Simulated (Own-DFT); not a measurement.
# Computed records: SiC (4H silicon carbide, strained, atoms displaced)

All values are calculated (Own-DFT development build). A calculation, not a measurement: plane-wave PBE density functional theory by an unreviewed code, no spin, of a simulated periodic cell, stress positive in tension, free energy of the whole cell less one offset for each atom, forces on such cells passed a denser k mesh, this cell's mesh not checked; offsets are fitted by least squares, one for each functional and potential file, so energies compare only between cells with the same atoms and settings and are not formation energies; the far tail of each file's local potential was reset to the Coulomb form; each entry is a single point on an unrelaxed cell, so the pressure reflects the starting lattice, mostly measured values (interpolated for alloys), from which strain is counted, and rises with the displacements; printed positions are rounded, which can move forces by about a meV/angstrom; the program, named Own-DFT, is a retired in-house code; no spin-orbit coupling.

Common to all runs: functional PBE; potential files PseudoDojo norm-conserving, scalar-relativistic, standard set; wave cutoff 42 hartree; occupations Fermi-Dirac; smearing width 0.1 eV; hardware one NVIDIA H100; k mesh 5 x 5 x 3 centred on Gamma.

(1) 
```xyz
32
Lattice="6.2150 0.0526 0.0619 -3.0619 5.3007 -0.1127 0.1010 -0.1542 9.9387" Properties=species:S:1:pos:R:3:force_x:R:1:force_y:R:1:force_z:R:1 formula=SiC free_energy_of_cell_above_offsets=-2.062 pressure=7.36 stress_xx=-1.89 stress_yy=-4.59 stress_zz=-15.6 stress_yz=-4.39 stress_xz=3.49 stress_xy=3.3 wall_time=137.8
Si     0.0605     0.0247     4.0721     -1.224     -1.406      -0.79
Si     0.0391     1.8097     1.5791     -0.412     -1.536      -1.54
C      3.1583     5.3376     0.9276     -0.267      -0.03     -0.835
C      0.1053     1.7279     3.3549     -0.906      0.983      2.058
Si    -1.4986     2.6705     3.9660      0.402     -1.553      0.804
Si    -1.4656     4.3906     1.4127     -1.875      1.882      2.351
C     -1.5436     2.7079     0.9011      0.758     -2.502     -1.366
C     -1.4925     4.4027     3.4001     -0.387       0.08     -2.204
Si     0.0141     5.2508     3.9377       1.53      0.922       0.52
Si     3.1737     1.7940     1.5529     -0.111     -0.707      0.427
C      0.0119     5.2684     0.8531      2.069      0.432      0.776
C      3.0961     1.8483     3.4126       4.02     -2.811      -0.87
Si     1.6970     2.6155     3.9973     -3.866      1.503      1.138
Si     1.6218     4.2857     1.4636      0.142      3.644      1.731
C      1.6219     2.5978     0.9562     -0.922     -0.541     -2.141
C      1.5611     4.3573     3.3688      1.204      1.337     -0.076
Si     0.0918    -0.1107     9.0181      0.566     -1.509      0.035
Si     3.1310     3.4645     6.4446      1.206     -0.097      0.559
C     -2.9001     5.1898     5.8138     -3.396      0.301     -0.561
C      3.1854     3.3669     8.3033      -0.39      1.335      1.493
Si     4.7164     2.5550     8.9754      0.703     -0.325     -0.161
Si     4.7675     0.9123     6.5812     -0.923      -1.98     -1.482
C      4.7269     2.6406     5.9340      0.984      0.125     -0.473
C      4.7739     0.7033     8.4162     -0.753      1.605      1.089
Si     0.1690     5.1718     9.0062     -1.161      0.162     -3.076
Si     0.1547     3.4713     6.5399     -0.857       0.13     -5.646
C      0.0565     5.2264     5.7921      1.609      0.316      1.096
C      0.1115     3.3986     8.2243     -0.854      0.263      5.866
Si     1.5911     2.5920     8.9875      1.406     -2.037     -0.718
Si     1.5748     0.7381     6.5714      2.359      1.327     -1.491
C      1.6681     2.5376     5.8505     -1.172      0.057      0.491
C      1.6225     0.7323     8.3458      0.517      0.634      2.997
```

Units: free_energy_of_cell_above_offsets in eV; pressure, stress_xx, stress_yy, stress_zz, stress_yz, stress_xz, stress_xy in GPa; wall_time in s; force_x, force_y, force_z in eV/Å.

(2) 
```xyz
32
Lattice="6.2261 0.0058 -0.0701 -3.1081 5.3472 0.0650 -0.1144 0.0565 9.9538" Properties=species:S:1:pos:R:3:force_x:R:1:force_y:R:1:force_z:R:1 formula=SiC free_energy_of_cell_above_offsets=-2.967 pressure=5.01 stress_xx=3.27 stress_yy=-6.16 stress_zz=-12.15 stress_yz=1.84 stress_xz=-3.94 stress_xy=-1.34 wall_time=126.2
Si     3.0371     5.3359     4.0392      0.841      0.216      0.355
Si    -0.0407     1.7826     1.5790      1.093      0.963     -0.503
C      0.0207     0.0897     0.8486     -0.811     -1.679       1.95
C      0.0206     1.7605     3.4392     -1.081      0.608      0.181
Si    -1.5947     2.7331     4.1065      0.934      -2.26     -0.698
Si    -1.5876     4.4937     1.5804       0.01     -0.695      0.398
C     -1.5588     2.6811     0.9213     -0.363      0.212      1.852
C     -1.5641     4.4230     3.5536     -1.056       2.06     -2.358
Si     3.0339     0.1035     3.9166      0.785     -2.729      2.834
Si     3.1551     1.7739     1.5516     -0.898      0.256     -1.009
C     -0.0561     5.3251     0.9215      1.231      0.722      0.913
C      3.0943     1.7999     3.4203      -0.07      1.974     -0.414
Si     1.5244     2.7343     4.0649     -0.372     -1.305      0.043
Si     1.5531     4.4627     1.5007      0.003       0.18      0.253
C      1.5888     2.6827     0.9007     -0.059      -0.34      2.509
C      1.4809     4.4621     3.4429      0.345      0.901     -0.856
Si    -0.0889     0.0597     8.9899     -0.263      0.543     -0.878
Si     3.0253     3.5266     6.5692      0.418      0.547     -2.414
C     -3.0884     5.3417     5.9855     -2.302     -0.784       -0.3
C      3.0437     3.6864     8.3225      -0.12      -1.68      2.973
Si    -1.6455     2.7586     9.0668     -0.033     -0.638     -1.514
Si     4.6071     0.8853     6.4902      0.704     -0.063     -0.167
C      4.6287     2.6685     5.8366     -1.013     -0.163      1.726
C      4.5448     0.8983     8.3634      0.855      1.628     -0.021
Si     3.0243     0.0836     8.9380     -1.293      -0.86      0.144
Si    -0.1368     3.5830     6.5923      1.464     -0.818      0.263
C     -0.0238     5.3220     6.0300     -0.886      1.165     -2.107
C     -0.0506     3.5828     8.4886     -0.718      0.408     -0.561
Si     1.4735     2.6187     9.0947      0.174      4.107     -1.789
Si     1.4686     0.9417     6.4498      1.177     -2.493      2.397
C      1.4665     2.5949     5.9541      0.203      3.948     -1.488
C      1.4022     1.0456     8.4085        1.1      -3.93     -1.712
```

Units: free_energy_of_cell_above_offsets in eV; pressure, stress_xx, stress_yy, stress_zz, stress_yz, stress_xz, stress_xy in GPa; wall_time in s; force_x, force_y, force_z in eV/Å.

(3) 
```xyz
32
Lattice="6.1000 -0.0645 -0.0899 -3.1059 5.2927 -0.0165 -0.1468 -0.1159 9.9371" Properties=species:S:1:pos:R:3:force_x:R:1:force_y:R:1:force_z:R:1 formula=SiC free_energy_of_cell_above_offsets=-0.868 pressure=15.53 stress_xx=-15.04 stress_yy=-14.8 stress_zz=-16.76 stress_yz=-3.07 stress_xz=-4.64 stress_xy=-6.24 wall_time=128.5
Si     2.9347     5.1478     3.8705      0.999      0.476      2.217
Si    -0.0063     1.7760     1.6057     -2.035     -0.372     -1.676
C      6.0063    -0.0704     0.9577      1.988      0.662     -2.204
C     -0.0639     1.6908     3.4166      0.051      0.044      0.254
Si    -1.5415     2.6029     4.0327     -0.724      0.127      1.219
Si    -1.5626     4.4805     1.5859     -2.343     -2.948     -0.304
C     -1.5543     2.6775     0.8982     -0.171     -0.346      0.956
C     -1.5658     4.3519     3.4439     -1.314     -0.035     -1.217
Si    -0.0605     5.1976     3.9476      -0.07       0.08       0.74
Si     3.0167     1.6585     1.5221      1.049      1.035     -0.488
C     -0.0464     5.1162     0.8975     -2.198      4.103     -1.697
C      3.0050     1.6577     3.4298      0.015      0.455     -1.506
Si     1.4558     2.5333     3.9617      0.148      0.715      1.907
Si     1.3845     4.3537     1.4071      3.203     -2.265      2.737
C      1.4770     2.5550     0.9000      0.821      0.007     -0.895
C      1.4150     4.3100     3.3439      0.226     -0.853     -1.089
Si     2.8480     5.1114     8.8934      0.013      0.626      0.351
Si     2.9376     3.3721     6.4412     -0.065      2.529     -0.223
C     -0.0036     0.0661     5.9338     -4.252     -3.342     -2.178
C      2.8394     3.3823     8.2813      1.184     -0.384      1.028
Si    -1.6145     2.5719     8.9511     -3.628     -1.214      1.888
Si     4.4647     0.8756     6.4222      0.076     -3.927     -0.417
C      4.4415     2.5321     5.8702      1.358      1.711     -1.695
C      4.4638     0.7617     8.2719     -0.749     -0.859       1.24
Si    -0.2137     5.1265     8.9605       0.73      1.881     -0.751
Si    -0.0437     3.4471     6.5908      -1.49      0.866     -3.378
C     -0.1199     5.1292     5.7132      0.181      1.327      4.085
C     -0.2537     3.4393     8.3539      3.727     -0.051      0.598
Si     1.3828     2.4746     8.9319     -0.681      0.162      0.411
Si     1.3680     0.8208     6.5636      3.982     -0.005      -5.18
C      1.4168     2.5449     5.9460      0.005      0.114     -1.953
C      1.4037     0.7398     8.2204     -0.038     -0.318      7.221
```

Units: free_energy_of_cell_above_offsets in eV; pressure, stress_xx, stress_yy, stress_zz, stress_yz, stress_xz, stress_xy in GPa; wall_time in s; force_x, force_y, force_z in eV/Å.

(4) 
```xyz
32
Lattice="6.1143 -0.0214 0.0082 -3.0757 5.3700 0.0175 0.0134 0.0407 10.1101" Properties=species:S:1:pos:R:3:force_x:R:1:force_y:R:1:force_z:R:1 formula=SiC free_energy_of_cell_above_offsets=-2.960 pressure=4.99 stress_xx=-6.75 stress_yy=-3.9 stress_zz=-4.32 stress_yz=1.46 stress_xz=-0.75 stress_xy=-1.32 wall_time=116.8
Si     0.0352     0.0306     4.1877      0.694     -0.303     -0.828
Si     0.0294     1.8080     1.5403      0.393      0.031      1.881
C      0.1340     0.0041     0.9444     -4.548      1.883      0.875
C      0.0494     1.6982     3.4811     -0.646      2.751     -0.029
Si     4.5679     2.6698     4.1516      0.647      -0.77     -0.573
Si    -1.6160     4.5167     1.6058      3.569     -2.083      1.669
C     -1.5008     2.7118     0.9809     -0.297     -0.356     -0.286
C     -1.4896     4.4893     3.5370     -1.266     -0.774     -0.282
Si    -0.0223     5.3487     4.1619      1.303      1.623     -1.858
Si     3.0921     1.7520     1.5418     -1.295      0.951      0.788
C     -0.0494     5.3340     0.9732       0.23      1.015     -0.582
C      3.0086     1.8073     3.4441      1.087     -0.468      0.785
Si     1.5465     2.7356     4.1656     -0.402     -0.867     -2.685
Si     1.4573     4.5401     1.6595      1.576     -0.825     -0.675
C      1.4984     2.7866     0.9469      1.052     -1.267      0.434
C      1.6058     4.5363     3.5237     -1.784     -0.902      0.363
Si    -0.0044     0.1104     9.2982      0.826     -1.946      -3.53
Si     3.1203     3.6207     6.6928     -1.022     -0.955      0.038
C      0.0243     0.0626     6.0528     -0.005     -1.332     -0.501
C      3.0915     3.6142     8.5694      0.133       0.16       0.81
Si    -1.4230     2.7093     9.2164     -1.878      1.443     -0.832
Si     4.6324     0.8552     6.6891     -0.257      2.031      0.027
C     -1.4869     2.7174     6.0751     -0.323     -0.196     -0.811
C      4.6069     0.9404     8.5775      0.252     -0.426      0.194
Si    -0.0043     5.3598     9.1254      0.072      2.736      2.336
Si    -0.0155     3.7176     6.6305       0.97     -2.197       0.61
C      3.1112     0.0698     5.9481     -0.665     -0.112      1.734
C      0.0098     3.7255     8.5827      0.969     -3.836     -1.854
Si     1.5814     2.6593     9.2022     -0.012      2.308     -0.668
Si     1.5185     0.9463     6.5902      1.022     -0.189      1.693
C      1.5356     2.6298     5.9382      0.181      2.932      2.613
C      1.5582     0.9312     8.5663     -0.577     -0.058     -0.857
```

Units: free_energy_of_cell_above_offsets in eV; pressure, stress_xx, stress_yy, stress_zz, stress_yz, stress_xz, stress_xy in GPa; wall_time in s; force_x, force_y, force_z in eV/Å.

(5) 
```xyz
32
Lattice="6.2341 0.1178 -0.1055 -3.0150 5.2032 0.0978 -0.1723 0.0850 10.0734" Properties=species:S:1:pos:R:3:force_x:R:1:force_y:R:1:force_z:R:1 formula=SiC free_energy_of_cell_above_offsets=-2.634 pressure=5.56 stress_xx=0.62 stress_yy=-12.26 stress_zz=-5.03 stress_yz=3.82 stress_xz=-6.2 stress_xy=8.02 wall_time=115
Si    -0.0826     0.0844     3.9861       0.53     -0.174      1.583
Si    -0.0004     1.8214     1.5973     -0.215     -0.643      -0.28
C      6.1716     0.1564     0.8573       0.17     -0.441     -0.141
C     -0.0001     1.9109     3.4681      0.364     -1.352      0.221
Si     4.6344     2.7748     4.0713      0.851      -2.68      0.392
Si    -1.5340     4.3643     1.6795      1.084      0.617     -1.685
C     -1.5375     2.6408     0.9665     -0.834     -0.143      0.519
C     -1.5047     4.2509     3.5361     -0.961      4.931     -0.851
Si     2.9926     0.1539     3.9717      0.681     -3.686      1.194
Si     3.1005     1.9285     1.5691      0.645     -2.299     -1.325
C      0.1727     5.2045     0.9689     -3.226       2.54     -0.125
C      3.1054     1.7995     3.4569      0.304      3.153     -1.303
Si     1.6407     2.7631     4.0665     -1.918     -1.342      1.069
Si     1.5715     4.4142     1.6531      1.833      0.073     -1.839
C      1.5162     2.6821     0.9551      1.411      -0.06       -0.8
C      1.5667     4.4475     3.4465      0.457       1.58      1.243
Si     3.0242     5.3948     9.0734      1.408      0.519      1.412
Si     3.0540     3.5549     6.6046      0.937      2.114     -1.196
C     -0.0990     0.1169     5.9415      0.362     -1.425      0.221
C      3.0269     3.6411     8.4761      0.105      0.013     -0.268
Si     4.5479     2.8076     9.0842      0.946     -0.425     -0.594
Si     4.5396     0.9883     6.5113      2.054      1.176     -0.754
C     -1.5777     2.6805     6.0064     -0.825     -0.473      0.864
C      4.5473     1.0203     8.3595     -0.937       0.68      0.758
Si    -0.0127     5.3362     9.1064     -0.051     -0.573       1.77
Si    -0.0357     3.5707     6.6149      0.069     -0.203     -0.179
C      3.0684     0.1551     5.8534      -1.19     -1.171      0.372
C     -0.1420     3.5774     8.4963      1.208     -0.365      0.078
Si     1.5457     2.7383     9.0715     -2.607      0.386      1.419
Si     1.5378     0.9523     6.5990     -1.664     -0.262     -0.341
C      1.5437     2.6950     5.9749      -0.33      0.522     -0.271
C      1.4554     0.9910     8.5273     -0.662     -0.588     -1.162
```

Units: free_energy_of_cell_above_offsets in eV; pressure, stress_xx, stress_yy, stress_zz, stress_yz, stress_xz, stress_xy in GPa; wall_time in s; force_x, force_y, force_z in eV/Å.

(6) 
```xyz
32
Lattice="6.2363 -0.0961 -0.1047 -3.2014 5.3682 0.1003 -0.1709 0.0905 10.1058" Properties=species:S:1:pos:R:3:force_x:R:1:force_y:R:1:force_z:R:1 formula=SiC free_energy_of_cell_above_offsets=-2.375 pressure=3.02 stress_xx=2.2 stress_yy=-7.68 stress_zz=-3.58 stress_yz=2.23 stress_xz=-5.43 stress_xy=-7.91 wall_time=118.2
Si     6.1389    -0.0472     4.0748      0.237     -1.324      -1.58
Si    -0.0017     1.6950     1.5889     -1.662      3.818      1.322
C     -0.0172     0.0943     0.9300      1.521     -2.947     -0.769
C     -0.1185     1.8269     3.5292     -0.849     -1.602     -0.827
Si     4.5371     2.5400     4.0480      0.082       1.52       0.83
Si    -1.5968     4.4247     1.6839     -0.529       1.41      -0.79
C      4.5732     2.6459     0.8459      1.086     -1.397      0.595
C     -1.7069     4.4782     3.5587      -0.58      -0.46      0.485
Si    -0.1804     5.3560     4.1541      0.789     -2.049      0.711
Si     3.1020     1.7202     1.5263      -0.76      0.776     -0.189
C      3.1475    -0.0109     0.8833     -0.394     -0.793      0.569
C      3.0208     1.6537     3.3917     -0.455      1.834      0.863
Si     1.3883     2.6110     4.1129      1.877      0.874     -0.877
Si     1.5445     4.4153     1.5317     -1.283      1.831      1.498
C      1.4263     2.7329     0.9983      1.839     -2.985     -0.629
C      1.4506     4.3397     3.4312     -0.222      1.824       1.18
Si    -0.0721     0.2340     9.1347      -1.67     -2.187      0.234
Si     2.9936     3.6239     6.6893     -0.839     -2.932     -1.079
C     -3.2257     5.3697     6.1452     -1.947      1.779     -0.956
C      2.9008     3.6755     8.4905      0.445     -0.726      2.077
Si     4.5000     2.6315     9.0613     -0.603      1.643      0.241
Si     4.5778     0.8548     6.5538     -0.357     -0.183      1.184
C     -1.6458     2.7406     6.1819     -2.224     -0.743     -2.552
C      4.4718     0.8860     8.4661      1.601       0.04     -0.225
Si    -0.2221     5.4014     9.2471      0.164     -1.073     -0.825
Si    -0.1658     3.5930     6.6449      1.789      0.285      1.536
C      2.9513     0.0179     6.0905      1.519     -0.061     -2.803
C     -0.1247     3.5701     8.6075     -1.332      0.738     -0.718
Si     1.3591     2.7340     9.2581      1.359      0.199     -1.829
Si     1.4308     0.9063     6.6176      0.795       1.86      0.426
C      1.3837     2.7135     5.9192      0.911      -0.24      2.161
C      1.4807     0.9375     8.4935     -0.309      1.271      0.735
```

Units: free_energy_of_cell_above_offsets in eV; pressure, stress_xx, stress_yy, stress_zz, stress_yz, stress_xz, stress_xy in GPa; wall_time in s; force_x, force_y, force_z in eV/Å.

(7) 
```xyz
32
Lattice="6.0612 -0.0104 -0.1119 -3.0396 5.4342 -0.0420 -0.1827 -0.1847 10.1660" Properties=species:S:1:pos:R:3:force_x:R:1:force_y:R:1:force_z:R:1 formula=SiC free_energy_of_cell_above_offsets=-1.920 pressure=3.76 stress_xx=-13.48 stress_yy=2.81 stress_zz=-0.61 stress_yz=-5.87 stress_xz=-6.77 stress_xy=-1.44 wall_time=116.6
Si    -0.0317    -0.0245     4.1077     -0.359     -1.234     -0.759
Si    -0.0102     1.8075     1.5793     -1.548     -0.578     -1.094
C      2.9599     5.3802     0.7987      0.923      1.423     -0.073
C     -0.0731     1.7447     3.4081     -0.507     -0.327      1.214
Si     4.3813     2.6416     3.9646      3.895      1.337      1.409
Si    -1.6175     4.5123     1.5366      1.472     -1.369      -0.75
C      4.5046     2.6675     0.7447     -0.085      0.342      1.368
C     -1.5245     4.3794     3.3867      -2.02      1.276      0.168
Si     2.9267    -0.0600     4.0217      0.805     -0.491      1.661
Si     2.9573     1.7704     1.3869      0.758      0.153      1.466
C      0.0545     5.3314     0.8923     -3.814      2.376     -0.659
C      3.0232     1.7339     3.4927     -3.895     -1.368     -2.725
Si     1.4159     2.5648     4.0503      0.845      2.633     -0.574
Si     1.4816     4.5292     1.4924      1.074     -1.106       2.08
C      1.3972     2.7711     0.8889      1.625     -1.294     -0.148
C      1.4243     4.5318     3.4684      0.859     -1.906     -1.915
Si    -0.1587    -0.1103     9.2283      0.303     -1.923      -0.14
Si     2.9264     3.4666     6.6235     -0.015      1.031     -1.235
C      2.8746     5.2874     5.7861      1.847      0.231      1.316
C      2.9064     3.4276     8.4744     -0.785      0.524      0.509
Si    -1.6182     2.5071     9.1706     -0.845      0.667      -0.36
Si     4.4735     0.7382     6.4280     -1.934      0.997      2.135
C     -1.5825     2.7048     6.0132     -2.711     -3.153     -1.411
C      4.4696     0.7415     8.4814     -2.054     -0.175     -1.131
Si    -0.2012     5.2591     9.2055      1.006      0.711     -2.096
Si    -0.1423     3.4515     6.5816      1.734      2.981      1.378
C     -0.1772     5.2656     5.9303      0.207      1.486     -0.368
C     -0.1582     3.5155     8.5297     -0.168     -0.525     -0.718
Si     1.2794     2.5372     9.1564      1.393      1.489     -0.074
Si     1.3481     0.9178     6.5452      0.753     -2.655      1.412
C      1.3885     2.6583     5.8911      0.312     -0.689      1.104
C      1.3176     0.8095     8.5981      0.928     -0.865     -0.987
```

Units: free_energy_of_cell_above_offsets in eV; pressure, stress_xx, stress_yy, stress_zz, stress_yz, stress_xz, stress_xy in GPa; wall_time in s; force_x, force_y, force_z in eV/Å.
